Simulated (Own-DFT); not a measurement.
AlN (wurtzite, atoms displaced) (calculated)

A calculation, not a measurement: plane-wave PBE density functional theory by an unreviewed code, no spin, of a simulated periodic cell, stress positive in tension, free energy of the whole cell less one offset for each atom, forces on such cells passed a denser k mesh, this cell's mesh not checked; offsets are fitted by least squares, one for each functional and potential file, so energies compare only between cells with the same atoms and settings and are not formation energies; the far tail of each file's local potential was reset to the Coulomb form; each entry is a single point on an unrelaxed cell, so the pressure reflects the starting lattice, mostly measured values (interpolated for alloys), from which strain is counted, and rises with the displacements; printed positions are rounded, which can move forces by about a meV/angstrom; the program, named Own-DFT, is a retired in-house code; no spin-orbit coupling. Program: Own-DFT development build.

Settings shared by all entries: functional PBE; potential files PseudoDojo norm-conserving, scalar-relativistic, standard set; wave cutoff 42 hartree; occupations Fermi-Dirac; smearing width 0.1 eV; hardware one NVIDIA H100; k mesh 2 x 2 x 2 centred on Gamma.

(1) AlN (wurtzite, atoms displaced)

```
AlN
1.0
     12.4480     0.0000     0.0000
     -6.2240    10.7803     0.0000
      0.0000     0.0000     9.9640
Al N Al N Al N Al N Al N Al N Al N Al N Al N Al N Al N Al N Al N Al N Al N Al N Al N Al N Al N Al N Al N Al N Al N Al N Al N Al N Al N Al N Al N Al N Al N Al N
2 2 2 2 2 2 2 2 2 2 2 2 2 2 2 2 2 2 2 2 2 2 2 2 2 2 2 2 2 2 2 2 2 2 2 2 2 2 2 2 2 2 2 2 2 2 2 2 2 2 2 2 2 2 2 2 2 2 2 2 2 2 2 2
Direct
  0.09210 0.16780 0.00036
  0.16698 0.08289 0.24577
  0.08741 0.16578 0.19972
  0.17159 0.08693 0.44410
  0.06656 0.15662 0.50165
  0.16916 0.08173 0.75076
  0.07619 0.15904 0.69767
  0.15973 0.08282 0.92350
  0.07964 0.40930 0.99363
  0.18461 0.33729 0.26598
  0.09111 0.41134 0.18811
  0.17065 0.32899 0.43741
  0.07507 0.41496 0.51190
  0.15294 0.32432 0.75121
  0.07234 0.41370 0.69444
  0.16793 0.33747 0.93612
  0.08972 0.66959 0.00811
  0.18695 0.60561 0.25912
  0.09204 0.67160 0.19142
  0.15471 0.58002 0.46119
  0.06773 0.67062 0.50851
  0.17229 0.58568 0.76565
  0.08674 0.66635 0.70147
  0.15468 0.57535 0.92891
  0.08579 0.92087 0.99465
  0.15682 0.82813 0.25790
  0.07217 0.90547 0.20211
  0.17188 0.82447 0.43933
  0.09308 0.92624 0.49459
  0.16429 0.82900 0.77594
  0.08273 0.92053 0.69248
  0.15643 0.82105 0.93465
  0.31557 0.16648 0.00228
  0.41267 0.08250 0.24438
  0.34289 0.16784 0.18250
  0.40613 0.08545 0.44704
  0.33983 0.16377 0.50491
  0.41530 0.08036 0.73032
  0.33300 0.16374 0.66862
  0.41100 0.07306 0.94027
  0.33482 0.42451 0.00476
  0.41878 0.33303 0.24535
  0.32860 0.41214 0.18296
  0.40866 0.32792 0.44149
  0.31466 0.40907 0.49034
  0.41558 0.34100 0.75433
  0.34025 0.41535 0.69517
  0.40808 0.33650 0.93675
  0.34222 0.65763 0.99744
  0.41388 0.59928 0.24696
  0.33267 0.69453 0.17717
  0.40688 0.57452 0.46667
  0.33319 0.66952 0.51684
  0.42355 0.58980 0.76196
  0.32841 0.67084 0.67956
  0.42219 0.58822 0.95908
  0.32391 0.92426 0.97897
  0.42323 0.84359 0.26027
  0.32434 0.90893 0.21174
  0.40948 0.83604 0.43169
  0.34542 0.93420 0.49335
  0.42332 0.84336 0.73480
  0.32384 0.91170 0.69115
  0.42515 0.84551 0.95691
  0.58345 0.16769 0.02408
  0.67084 0.08375 0.24891
  0.58391 0.17636 0.18858
  0.66440 0.07562 0.43927
  0.57847 0.16868 0.49936
  0.65607 0.06899 0.74496
  0.58512 0.16799 0.69768
  0.66147 0.08866 0.93896
  0.58601 0.41698 0.99620
  0.67708 0.33756 0.23619
  0.57278 0.43342 0.18486
  0.65987 0.32065 0.42087
  0.58228 0.42065 0.49660
  0.68601 0.33053 0.76383
  0.58571 0.42145 0.69255
  0.66298 0.33352 0.92877
  0.58346 0.66162 0.99976
  0.66980 0.58765 0.23884
  0.59837 0.68200 0.18941
  0.66914 0.59724 0.43206
  0.57916 0.66728 0.50590
  0.67742 0.59074 0.74740
  0.57971 0.67768 0.68744
  0.66545 0.57816 0.94313
  0.58438 0.90981 0.00314
  0.66757 0.84348 0.24527
  0.59565 0.92677 0.20754
  0.66256 0.83244 0.43992
  0.57595 0.91250 0.49362
  0.68236 0.82552 0.74961
  0.57329 0.90220 0.69082
  0.66548 0.83736 0.95283
  0.83492 0.16811 0.99218
  0.91415 0.08562 0.24404
  0.82347 0.17276 0.19582
  0.92011 0.09062 0.45053
  0.84175 0.17228 0.52238
  0.93235 0.09155 0.75024
  0.83479 0.14993 0.68250
  0.92671 0.08370 0.94023
  0.81880 0.40525 0.01423
  0.91524 0.34946 0.24367
  0.81811 0.40394 0.21282
  0.92065 0.34338 0.43371
  0.82655 0.41463 0.50367
  0.91059 0.33181 0.73655
  0.82710 0.39892 0.70990
  0.92099 0.33633 0.93394
  0.83898 0.65531 0.99793
  0.91197 0.59255 0.25090
  0.83502 0.65578 0.18087
  0.92072 0.58308 0.44193
  0.83159 0.66276 0.50050
  0.91869 0.59849 0.76669
  0.82704 0.66748 0.68581
  0.92852 0.58568 0.93323
  0.85354 0.91136 0.99273
  0.92572 0.83985 0.26419
  0.82522 0.92444 0.19493
  0.91333 0.83298 0.45475
  0.83635 0.90828 0.49092
  0.92450 0.82470 0.75944
  0.82549 0.90486 0.68684
  0.92365 0.83208 0.94936
```

* free energy of cell above offsets: -24.419 eV
* pressure: 11.9 GPa
* stress xx: -13.53 GPa
* stress yy: -8.36 GPa
* stress zz: -13.82 GPa
* stress yz: 0.81 GPa
* stress xz: 1.76 GPa
* stress xy: -1.85 GPa
* wall time: 423.5 s

Force:
```csv
element,x (eV/Å),y (eV/Å),z (eV/Å)
Al,-2.483,1.572,0.824
Al,0.925,-0.193,2.13
N,-0.206,0.121,-1.763
N,-0.943,-0.044,-1.219
Al,5.64,2.704,0.727
Al,0.337,0.895,-4.167
N,4.643,2.804,-2.683
N,1.235,-0.751,4.26
Al,0.085,1.245,1.7
Al,-4.044,-1.233,-3.779
N,-1.243,1.415,0.284
N,-5.417,-2.617,2.467
Al,1.041,1.007,-2.222
Al,1.744,1.808,-0.499
N,2.233,-0.024,0.246
N,1.01,-1.028,0.436
Al,0.788,-2.11,-0.411
Al,-2.298,-3.405,1.408
N,-2.252,-1.605,0.229
N,1.438,1.418,-2.039
Al,5.266,0.44,1.683
Al,-0.794,-0.118,-6.86
N,-2.403,0.344,-0.374
N,1.962,0.717,6.588
Al,0.926,-0.837,1.366
Al,2.248,0.749,-0.059
N,2.486,3.193,-2.907
N,-2.504,2.023,1.269
Al,0.526,-1.916,1.435
Al,0.115,0.257,-11.29
N,1.166,-1.415,0.398
N,-0.673,2.629,8.018
Al,3.715,0.883,-1.782
Al,1.147,-1.224,0.807
N,-3.028,-0.006,0.445
N,4.802,0.715,-3.062
Al,-4.892,3.219,-4.248
Al,-0.39,0.822,2.62
N,-0.647,0.421,8.292
N,-1.276,5.918,-1.159
Al,-0.351,-2.091,-1.467
Al,-1.152,0.107,1.393
N,1.587,2.155,1.766
N,0.71,1.072,-1.223
Al,6.232,1.887,4.112
Al,2.803,-1.921,-1.313
N,-4.482,1.604,-0.839
N,1.338,-0.789,1.514
Al,-6.789,4.922,0.63
Al,1.667,-0.837,0.773
N,3.503,-2.902,0.994
N,-0.119,2.201,-3.409
Al,-1.428,-0.785,-6.569
Al,-1.217,-1.128,-2.219
N,1.113,-0.093,8.654
N,2.471,-2.125,-2.964
Al,3.205,-4.666,3.418
Al,-0.173,1.169,-3.586
N,-0.667,2.569,-2.055
N,1.36,-0.782,4.262
Al,-1.345,-5.617,0.837
Al,-2.907,-2.635,3.067
N,0.667,0.777,-0.392
N,-1.781,-2.416,-2.433
Al,-0.697,-1.696,-8.202
Al,-1.806,1.305,1.958
N,-0.112,-1.593,4.584
N,-0.994,2.065,1.198
Al,1.679,-0.928,0.14
Al,0.669,0.734,0.752
N,0.211,-0.471,-1.849
N,1.67,-0.624,0.331
Al,-2.179,-1.041,-0.152
Al,-10.79,-4.303,3.811
N,3.398,-2.382,-1.133
N,-0.667,2.876,2.506
Al,-0.433,-0.613,-0.046
Al,-7.087,-2.968,-3.073
N,0.978,0.044,-0.339
N,-0.135,-0.164,6.907
Al,1.385,2.559,1.319
Al,-0.914,1.531,1.519
N,-2.046,-1.825,-0.262
N,1.233,-1.841,0.679
Al,-0.266,0.325,-1.663
Al,-3.849,-2.827,0.709
N,1.99,-2.985,1.735
N,1.049,1.911,-1.223
Al,-1.769,3.136,0.969
Al,1.491,-1.993,2.015
N,-3.562,-1.34,-2.834
N,0.576,-0.236,-0.14
Al,1.287,0.123,0.628
Al,-5.448,1.336,2.432
N,3.26,2.43,-1.444
N,4.252,-2.063,-2.387
Al,-0.482,-0.562,0.81
Al,-0.609,1.854,1.231
N,3.492,1.456,-2.093
N,-2.883,-3.163,-2.687
Al,-1.783,-0.294,-9.121
Al,-4.849,-5.014,1.697
N,-1.851,1.253,7.233
N,-0.595,-0.255,0.461
Al,2.497,0.936,-2.213
Al,6.162,-3.122,1.653
N,5.72,8.543,-5.497
N,-0.793,-1.505,2.121
Al,0.459,-0.912,-0.408
Al,3.925,-2.697,3.057
N,0.235,6.681,-5.294
N,-2.049,-1.203,0.833
Al,-1.556,1.053,0.182
Al,5.295,-2.643,1.831
N,-3.316,2.921,0.088
N,-3.913,-1.059,-0.603
Al,-0.81,0.387,-0.743
Al,2.079,-2.088,-5.08
N,3.446,0.515,0.926
N,-1.385,-1.4,5.263
Al,-7.285,2.953,2.443
Al,-4.655,-1.793,-0.22
N,4.51,-0.672,-0.991
N,4.574,-1.607,-2.558
Al,-5.371,2.713,2.148
Al,-2.231,2.265,-2.031
N,4.86,2.82,-0.097
N,2.551,-3.314,-1.839
```

(2) AlN (wurtzite, atoms displaced)

```
AlN
1.0
     12.4480     0.0000     0.0000
     -6.2240    10.7803     0.0000
      0.0000     0.0000     9.9640
Al N Al N Al N Al N Al N Al N Al N Al N Al N Al N Al N Al N Al N Al N Al N Al N Al N Al N Al N Al N Al N Al N Al N Al N Al N Al N Al N Al N Al N Al N Al N Al N
2 2 2 2 2 2 2 2 2 2 2 2 2 2 2 2 2 2 2 2 2 2 2 2 2 2 2 2 2 2 2 2 2 2 2 2 2 2 2 2 2 2 2 2 2 2 2 2 2 2 2 2 2 2 2 2 2 2 2 2 2 2 2 2
Direct
  0.06356 0.15788 0.98996
  0.17010 0.09264 0.25127
  0.09727 0.16449 0.19169
  0.17214 0.08495 0.45397
  0.08993 0.16258 0.51125
  0.16372 0.08969 0.74492
  0.06798 0.15328 0.69400
  0.14638 0.06624 0.94919
  0.07318 0.41296 0.99515
  0.17083 0.34417 0.24846
  0.08266 0.40506 0.19639
  0.16942 0.33908 0.45108
  0.06531 0.39776 0.51209
  0.17246 0.33050 0.74981
  0.09498 0.41817 0.68525
  0.15883 0.32339 0.95524
  0.09165 0.66105 0.00076
  0.17441 0.58507 0.24972
  0.08435 0.66885 0.17100
  0.17445 0.59153 0.45845
  0.08391 0.67420 0.49631
  0.15629 0.56033 0.73650
  0.08834 0.67481 0.68680
  0.15690 0.57480 0.92169
  0.10547 0.92631 0.99032
  0.16692 0.83260 0.26869
  0.07170 0.89639 0.19326
  0.17307 0.83975 0.46900
  0.08826 0.91471 0.49622
  0.17252 0.83063 0.74970
  0.07218 0.90766 0.68087
  0.16450 0.82567 0.93503
  0.32187 0.15611 0.97973
  0.40007 0.08254 0.26448
  0.33046 0.16872 0.17746
  0.42545 0.08516 0.42723
  0.34556 0.18550 0.49033
  0.41328 0.07737 0.74936
  0.32960 0.15770 0.69873
  0.40978 0.07243 0.93596
  0.32804 0.41970 0.01681
  0.41603 0.32304 0.24966
  0.34042 0.42580 0.18621
  0.40429 0.33940 0.44501
  0.34018 0.41496 0.50481
  0.41626 0.33442 0.74380
  0.32414 0.40739 0.70274
  0.41826 0.33502 0.92771
  0.32083 0.65544 0.00885
  0.42546 0.58762 0.27480
  0.33219 0.65629 0.19220
  0.40890 0.57910 0.43343
  0.34489 0.68371 0.50929
  0.41062 0.58894 0.75140
  0.33444 0.67179 0.69905
  0.41796 0.59436 0.94021
  0.32526 0.91369 0.99740
  0.40954 0.84357 0.26006
  0.31510 0.91609 0.19497
  0.41008 0.84037 0.43446
  0.34160 0.91814 0.48300
  0.41564 0.84307 0.74748
  0.32266 0.92123 0.68201
  0.40442 0.82247 0.93775
  0.57074 0.15569 0.00868
  0.67744 0.08306 0.23757
  0.56905 0.16107 0.19033
  0.66759 0.08604 0.43942
  0.56760 0.17438 0.50799
  0.67113 0.08873 0.75342
  0.58684 0.15439 0.68068
  0.68068 0.08138 0.93809
  0.59224 0.41693 0.99581
  0.66020 0.32684 0.25653
  0.57632 0.41637 0.16558
  0.66796 0.34005 0.43746
  0.59171 0.41463 0.50014
  0.66353 0.33618 0.74749
  0.58916 0.41475 0.68041
  0.65754 0.31888 0.96568
  0.58497 0.67189 0.99868
  0.66338 0.58250 0.24213
  0.58135 0.66495 0.17432
  0.67524 0.60153 0.43307
  0.58354 0.67408 0.51222
  0.66252 0.59350 0.75253
  0.58647 0.66646 0.69573
  0.64829 0.57661 0.94383
  0.58598 0.92129 0.99723
  0.66263 0.83881 0.24656
  0.59478 0.91009 0.19127
  0.66539 0.83752 0.42941
  0.57340 0.91553 0.50469
  0.67507 0.84443 0.74134
  0.59723 0.93600 0.69370
  0.67201 0.83823 0.93515
  0.82394 0.15566 0.00476
  0.89876 0.06589 0.25045
  0.83365 0.16929 0.19704
  0.90917 0.06213 0.43063
  0.83881 0.16269 0.51606
  0.91932 0.09227 0.75758
  0.82874 0.17524 0.68775
  0.90818 0.08250 0.94559
  0.83263 0.41015 0.99386
  0.91877 0.32727 0.23445
  0.83446 0.41135 0.19105
  0.92164 0.32947 0.44174
  0.83954 0.41646 0.50257
  0.90676 0.33135 0.75278
  0.83666 0.41529 0.68990
  0.92342 0.34627 0.95155
  0.83291 0.66288 0.00983
  0.91081 0.57843 0.23387
  0.83724 0.66650 0.18920
  0.90331 0.57374 0.45235
  0.82127 0.65344 0.49542
  0.92092 0.57146 0.75907
  0.84681 0.68315 0.66633
  0.90113 0.56395 0.93508
  0.83308 0.91808 0.00358
  0.91808 0.82469 0.25326
  0.84550 0.91622 0.19187
  0.91928 0.83478 0.43869
  0.83582 0.91471 0.49434
  0.92014 0.83430 0.74005
  0.84253 0.92276 0.68775
  0.90834 0.82244 0.94441
```

- free energy of cell above offsets: -27.794 eV
- pressure: 10.84 GPa
- stress xx: -10.88 GPa
- stress yy: -9.83 GPa
- stress zz: -11.82 GPa
- stress yz: -0.1 GPa
- stress xz: -0.67 GPa
- stress xy: 2.44 GPa
- wall time: 421.6 s

Force:
```csv
element,x (eV/Å),y (eV/Å),z (eV/Å)
Al,4.14,1.143,3.834
Al,1.697,-3.624,1.081
N,-5.874,2.296,-1.538
N,1.437,0.631,-1.634
Al,-2.197,0.46,-2.882
Al,1.085,-3.975,0.43
N,1.886,3.531,0.13
N,-0.062,7.625,-3.841
Al,4.693,1.394,1.723
Al,3.62,-3.386,1.568
N,-2.778,3.486,-2.198
N,0.589,-1.573,-0.418
Al,3.965,3.467,-2.266
Al,-3.23,-1.482,1.847
N,-1.307,-6.758,1.238
N,-0.368,1.314,-2.377
Al,-2.16,0.392,-3.663
Al,-1.865,-1.337,1.817
N,0.657,-0.925,5.535
N,-0.794,-0.521,-2.054
Al,-0.1,-2.476,1.781
Al,-0.969,8.793,1.135
N,0.263,-3.627,0.772
N,1.304,-0.389,2.176
Al,-2.629,-8.897,3.432
Al,-2.84,-1.458,-1.321
N,2.785,3.222,-0.374
N,1.358,-0.855,-4.588
Al,-3.153,0.834,1.156
Al,-3.287,-0.163,-0.766
N,3.101,3.039,1.562
N,0.52,0.372,0.167
Al,0.067,2.676,0.985
Al,1.031,0.122,-7.263
N,0.63,-1.162,1.25
N,-2.717,0.34,5.03
Al,-1.026,-5.054,2.488
Al,0.534,0.458,-0.36
N,-0.047,2.392,-1.562
N,0.017,0.716,0.167
Al,1.558,0.055,-5.017
Al,-1.513,3.132,-2.041
N,0.284,-0.783,4.951
N,7.582,-1.402,-3.202
Al,-7.321,3.358,2.063
Al,0.886,-0.573,1.329
N,2.903,3.092,-2.734
N,-0.328,-1.062,1.505
Al,0.976,1.017,-2.021
Al,0.505,-0.118,-10.34
N,-0.228,2.37,1.021
N,0.616,1.331,9.538
Al,-1.425,-3.466,-0.54
Al,1.722,-0.945,1.598
N,-0.116,0.887,-1.875
N,-0.281,-1.904,-0.164
Al,1.158,-1.486,0.696
Al,1.898,-1.41,-4.641
N,3.258,1.017,-0.106
N,4.758,-2.139,1.3
Al,-5.148,2.848,4.325
Al,0.113,-0.624,1.019
N,4.188,0.263,-0.734
N,0.405,2.24,1.134
Al,0.351,0.176,-0.583
Al,-4.195,-0.981,3.616
N,1.285,-0.907,1.102
N,-0.356,-0.122,-0.122
Al,5.467,-0.248,-1.993
Al,0.33,0.522,0.051
N,-3.529,2.482,2.491
N,-5.262,-0.595,-0.187
Al,-2.86,-0.778,-2.528
Al,0.583,0.596,-3.219
N,0.834,-0.424,7.195
N,0.835,-1.729,0.794
Al,-2.754,3.335,-0.866
Al,1.917,-1.708,1.422
N,-2.07,0.864,1.128
N,1.649,0.907,-4.057
Al,-1.395,0.074,-1.494
Al,-0.233,0.357,-0.43
N,0.016,0.987,4.32
N,-3.442,-3.795,-0.612
Al,0.824,-0.315,-2.688
Al,4.844,-1.45,0.832
N,-4.035,1.809,-1.304
N,3.161,0.73,-1.509
Al,0.041,-2.985,-0.163
Al,7.154,-4.957,1.186
N,-8.219,4.64,-3.122
N,-1.024,-1.001,2.992
Al,2.404,2.873,-1.353
Al,0.616,-0.418,1.472
N,-1.317,-4.35,-0.99
N,-0.917,0.073,-0.072
Al,2.466,3.815,1.495
Al,2.72,3.403,0.382
N,1.808,-1.796,-2.6
N,-0.231,5.464,1.914
Al,-1.201,-1.122,-5.415
Al,-2.496,-2.804,-0.493
N,2.309,-0.603,3.301
N,-0.676,-0.583,-1.261
Al,-2.795,-0.53,2.682
Al,-0.663,2.13,2.848
N,-0.862,-0.423,-0.167
N,-3.115,-1.499,-0.92
Al,0.169,-1.233,-1.042
Al,2.47,0.605,1.056
N,-1.666,-0.752,0.208
N,-1.504,-5.328,-3.009
Al,-0.638,0.254,-3.014
Al,1.645,-0.289,1.871
N,-1.361,-1.705,0.807
N,2.49,1.405,-2.978
Al,2.306,3.543,-0.353
Al,-1.119,3.886,-2.937
N,-1.325,-3.771,4.545
N,0.091,2.773,1.815
Al,1.535,-2.168,-0.46
Al,-1.233,1.024,0.315
N,-2.533,-1.984,-1.148
N,0.627,-1.16,-0.295
Al,0.095,-2.508,1.203
Al,-1.166,-0.601,2.246
N,-1.891,0.602,-0.017
N,0.618,1.553,-1.151
```

(3) AlN (wurtzite, atoms displaced)

```
AlN
1.0
     12.4480     0.0000     0.0000
     -6.2240    10.7803     0.0000
      0.0000     0.0000     9.9640
Al N Al N Al N Al N Al N Al N Al N Al N Al N Al N Al N Al N Al N Al N Al N Al N Al N Al N Al N Al N Al N Al N Al N Al N Al N Al N Al N Al N Al N Al N Al N Al N
2 2 2 2 2 2 2 2 2 2 2 2 2 2 2 2 2 2 2 2 2 2 2 2 2 2 2 2 2 2 2 2 2 2 2 2 2 2 2 2 2 2 2 2 2 2 2 2 2 2 2 2 2 2 2 2 2 2 2 2 2 2 2 2
Direct
  0.08273 0.17572 0.99835
  0.15513 0.08233 0.23787
  0.08694 0.16613 0.19946
  0.16512 0.08124 0.44367
  0.05947 0.15578 0.50697
  0.15975 0.07892 0.74880
  0.08930 0.16475 0.70041
  0.16403 0.08066 0.93797
  0.09199 0.41246 0.99368
  0.15228 0.31259 0.24748
  0.09435 0.41292 0.20068
  0.17124 0.34850 0.44740
  0.09513 0.42793 0.48353
  0.16645 0.32883 0.76380
  0.08566 0.43157 0.70418
  0.16409 0.34437 0.93288
  0.09252 0.66373 0.00097
  0.17790 0.59525 0.22169
  0.07687 0.66279 0.19907
  0.16706 0.59660 0.41315
  0.08589 0.67322 0.49511
  0.16700 0.58949 0.75300
  0.07585 0.66885 0.71196
  0.16077 0.58812 0.94300
  0.08166 0.91856 0.99389
  0.16260 0.83414 0.23685
  0.08476 0.91668 0.19036
  0.15601 0.83595 0.43598
  0.09016 0.90836 0.48395
  0.16329 0.83690 0.75843
  0.07653 0.91857 0.68203
  0.16709 0.82808 0.94188
  0.33624 0.16333 0.98610
  0.43226 0.10001 0.23863
  0.32338 0.16392 0.17621
  0.40712 0.08599 0.44008
  0.33462 0.15231 0.51400
  0.42189 0.07602 0.75892
  0.33973 0.17752 0.69113
  0.41906 0.08090 0.92722
  0.34769 0.42600 0.00199
  0.41056 0.34073 0.25407
  0.32784 0.40805 0.17895
  0.42173 0.32443 0.42257
  0.32599 0.41013 0.49812
  0.42716 0.33511 0.74399
  0.33493 0.39930 0.67890
  0.42272 0.34445 0.95742
  0.32602 0.66490 0.99243
  0.40001 0.57783 0.26306
  0.34127 0.67062 0.20677
  0.40327 0.58368 0.45297
  0.32923 0.66060 0.49187
  0.43694 0.59938 0.74809
  0.31723 0.66348 0.69101
  0.40993 0.56832 0.93545
  0.33495 0.92354 0.00983
  0.39926 0.82154 0.24510
  0.32929 0.91455 0.18089
  0.41838 0.82910 0.45427
  0.32509 0.91521 0.50566
  0.41802 0.82695 0.75725
  0.30939 0.89519 0.67352
  0.42173 0.83635 0.92033
  0.58828 0.16941 0.98887
  0.68542 0.08924 0.25133
  0.57353 0.17008 0.19859
  0.67263 0.09375 0.42997
  0.57520 0.15966 0.49613
  0.66933 0.09502 0.75626
  0.58524 0.15723 0.69897
  0.65698 0.08054 0.92545
  0.59100 0.40923 0.99488
  0.66562 0.34208 0.25600
  0.59777 0.41860 0.19388
  0.66201 0.32855 0.44783
  0.59583 0.43034 0.50553
  0.67434 0.32290 0.72945
  0.58992 0.41624 0.68562
  0.66195 0.33917 0.94536
  0.60072 0.67532 0.98888
  0.68290 0.60592 0.25206
  0.58787 0.66053 0.17260
  0.67427 0.59454 0.43280
  0.60202 0.66703 0.48606
  0.67127 0.59164 0.75683
  0.59892 0.67510 0.68540
  0.66956 0.58778 0.94960
  0.58726 0.92437 0.99675
  0.67314 0.84888 0.23534
  0.58292 0.92912 0.18814
  0.67279 0.84715 0.43336
  0.58622 0.90788 0.51606
  0.66643 0.83408 0.75037
  0.58528 0.92959 0.69262
  0.65397 0.82493 0.95923
  0.83608 0.16627 0.98680
  0.91546 0.07362 0.23980
  0.84295 0.17205 0.20088
  0.92321 0.08369 0.45158
  0.83410 0.18409 0.48751
  0.92702 0.08716 0.73555
  0.82728 0.16667 0.70293
  0.93067 0.08273 0.97366
  0.83040 0.41473 0.01084
  0.92328 0.33497 0.24271
  0.85007 0.42941 0.20336
  0.92165 0.34406 0.45509
  0.83532 0.40904 0.50735
  0.90226 0.32610 0.75578
  0.82467 0.41785 0.67870
  0.91742 0.32954 0.92650
  0.82269 0.65927 0.99062
  0.88454 0.56213 0.26387
  0.83372 0.66557 0.19713
  0.93095 0.59822 0.43193
  0.84174 0.66178 0.50009
  0.92425 0.57763 0.73874
  0.84204 0.67263 0.68344
  0.90620 0.56583 0.94554
  0.81158 0.90519 0.01076
  0.91576 0.83070 0.25968
  0.84421 0.91746 0.20476
  0.91704 0.83057 0.45018
  0.84128 0.93324 0.49400
  0.91727 0.83224 0.75072
  0.84415 0.93344 0.69761
  0.91275 0.84027 0.94260
```

- free energy of cell above offsets: -21.236 eV
- pressure: 12.88 GPa
- stress xx: -15.08 GPa
- stress yy: -13.39 GPa
- stress zz: -10.16 GPa
- stress yz: -1.05 GPa
- stress xz: 1.76 GPa
- stress xy: 2.62 GPa
- wall time: 408.8 s

Force:
```csv
element,x (eV/Å),y (eV/Å),z (eV/Å)
Al,4.484,1.024,0.82
Al,5.559,-1.384,2.641
N,-3.596,-2.351,-2.936
N,-0.891,0.356,-0.312
Al,10.84,5.776,1.977
Al,2.605,-0.229,-0.164
N,-2.471,1.749,-1.327
N,-0.023,1.288,-0.187
Al,-5.864,3.032,2.091
Al,2.099,5.954,2.69
N,-2.212,0.911,-2.662
N,0.145,-4.599,-2.127
Al,-2.769,2.165,2.121
Al,0.409,2.073,-5.471
N,0.014,-3.445,-1.631
N,5.533,-3.564,2.422
Al,-6.939,1.687,2.263
Al,-3.01,-2.541,3.029
N,0.424,0.693,-2.561
N,1.1,-1.066,2.701
Al,1.476,0.127,0.148
Al,-1.764,-0.567,0.334
N,3.643,1.688,-3.17
N,4.972,-2.989,0.054
Al,-0.042,-0.923,1.218
Al,0.363,-1.179,1.349
N,-2.075,-0.008,-0.994
N,8.583,-3.88,-2.888
Al,-8.576,5.688,3.843
Al,-1.155,-0.511,-1.165
N,1.688,-0.466,1.134
N,-0.433,1.604,0.903
Al,-1.583,1.52,1.402
Al,-9.204,-4.76,3.034
N,1.435,0.162,0.542
N,5.167,-2.933,-1.606
Al,-5.231,3.525,-1.547
Al,-2.078,-0.644,-5.399
N,1.073,-3.393,2.01
N,0.222,0.073,4.539
Al,-1.436,-3.188,0.393
Al,2.859,-1.84,-3.584
N,-2.235,1.812,2.815
N,-0.656,1.47,5.055
Al,2.712,-0.025,0.259
Al,-0.861,0.788,1.434
N,-1.411,2.374,2.076
N,2.449,-2.577,-3.309
Al,2.584,0.548,-0.418
Al,3.781,-1.643,-0.916
N,-0.401,-1.477,-4.743
N,6.045,-2.01,-1.891
Al,-4.362,2.63,2.106
Al,-3.059,-3.459,-0.773
N,4.779,1.336,-0.487
N,-0.314,6.609,-1.67
Al,0.122,-1.129,-4.263
Al,1.379,5.577,2.914
N,0.845,0.409,3.276
N,-0.728,1.254,-1.85
Al,1.013,-0.232,-4.338
Al,-1.995,0.262,-7.456
N,2.352,2.564,5.286
N,-0.496,-0.127,8.203
Al,-1.803,0.636,2.084
Al,-4.278,-0.495,-0.272
N,9.255,3.967,-3.755
N,-0.086,-0.983,2.379
Al,0.117,0.002,-0.335
Al,2.843,-3.411,-2.869
N,-3.331,1.728,-2.714
N,2.311,0.797,4.954
Al,-7.01,4.151,4.019
Al,2.624,-3.107,1.185
N,-3.853,2.986,-1.564
N,1.177,1.289,0.179
Al,-1.39,-2.327,-2.533
Al,-4.481,1.148,2.148
N,0.389,1.208,1.722
N,7.598,-4.673,-3.428
Al,-3.414,-5.477,2.928
Al,-2.066,-3.906,-1.631
N,-2.052,1.997,2.797
N,3.923,-2.87,0.621
Al,-6.195,3.532,1.898
Al,2.513,-1.78,-0.813
N,-1.034,0.189,-0.114
N,-0.639,-2.558,-3.408
Al,-2.066,-1.152,0.537
Al,-0.923,-2.725,1.858
N,0.77,-0.912,-0.943
N,1.483,-1.778,-0.012
Al,-2.336,1.472,-2.941
Al,0.663,2.756,-0.219
N,1.245,-2.101,1.736
N,-0.538,4.546,-3.46
Al,0.544,-0.368,0.749
Al,0.603,3.636,0.955
N,0.591,-0.55,-1.892
N,-8.07,0.593,-4.76
Al,1.066,-2.923,1.891
Al,-2.153,1.905,2.704
N,2.018,-0.099,-1.876
N,-6.137,-2.616,-2.256
Al,0.435,-0.746,-0.348
Al,0.306,1.939,1.641
N,0.004,-8.364,-3.208
N,2.605,-0.509,-2.818
Al,-2.559,2.161,-3.081
Al,2.254,3.011,-3.63
N,3.019,0.189,2.55
N,-0.747,0.374,5.442
Al,5.013,2.093,2.099
Al,1.834,7.969,-0.349
N,1.04,1.583,-1.815
N,-1.323,-3.287,2.724
Al,-1.519,2.26,0.099
Al,-4.657,-0.988,2.957
N,-0.858,-1.816,1.819
N,0.085,3.218,-1.586
Al,5.056,2.652,-0.426
Al,2.35,-0.682,0.042
N,-2.654,-1.79,-1.989
N,-1.001,0.673,-1.086
Al,0.594,-5.762,1.809
Al,-0.344,1.154,-0.539
N,-1.348,-4.636,-0.997
N,-0.344,-2.011,-0.096
```
